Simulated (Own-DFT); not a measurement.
# Which arrangement is lower? In48P48, 96 atoms

These are calculations, not measurements. The program, named Own-DFT, is a retired in-house plane-wave density functional code that no person has reviewed. Each row is one single-point run on a periodic cell that was not relaxed, without spin or spin-orbit coupling.

Settings of every run: PBE; PseudoDojo norm-conserving scalar-relativistic files; cutoff 36 hartree; 2 x 3 x 3 k mesh centred on Gamma; Fermi-Dirac smearing of 0.1 eV.

Known limits, some of them of some rows only: not probed for a lower state with spin; forces on such cells failed a check on a denser k mesh; forces not confirmed at this smearing and k mesh; stress not checked against mesh or cutoff.

All cells hold the same atoms in the same cell, with vectors in Å (17.606, 0.000, 0.000); (0.000, 11.737, 0.000); (0.000, 0.000, 11.737). Every atom was moved at random from its ideal site; u is the rms move along one axis. The defect's site can differ from row to row. E is the free energy of the cell above the lowest run. The arrangements:

- A: zincblende InP
- B: zincblende InP, with one In on a P site and one P on an In site, 2.5 Å apart

| arrangement | u (Å) | E (eV) | P (GPa) |
|---|---|---|---|
| A | 0.0185 | 0.000 | 3.19 |
| A | 0.0194 | 0.036 | 3.19 |
| A | 0.0208 | 0.082 | 3.20 |
| A | 0.0485 | 2.775 | 3.56 |
| A | 0.0504 | 2.723 | 3.52 |
| A | 0.0509 | 3.196 | 3.60 |
| B | 0.0284 | 4.618 | 3.51 |
| B | 0.0290 | 4.775 | 3.52 |
| B | 0.0293 | 4.569 | 3.49 |
| B | 0.0470 | 6.825 | 3.79 |
| B | 0.0482 | 6.830 | 3.76 |
| B | 0.0515 | 7.739 | 3.93 |

Question: once the cost of the random moves is taken out, how do the arrangements rank?

## Worked answer

Fit E = a + b u², with one b for all and one a for each arrangement, and with residuals divided by u², since the noise grows with the moves. Then b = 1429 eV/Å², the scatter at u = 0.04 Å is 0.17 eV, and against A:

- B: 4.00 ± 0.07 eV (higher)

These are energies of unrelaxed cells. Relaxing the atoms lowers the strained arrangements most, so the gaps would shrink and small ones could change sign.
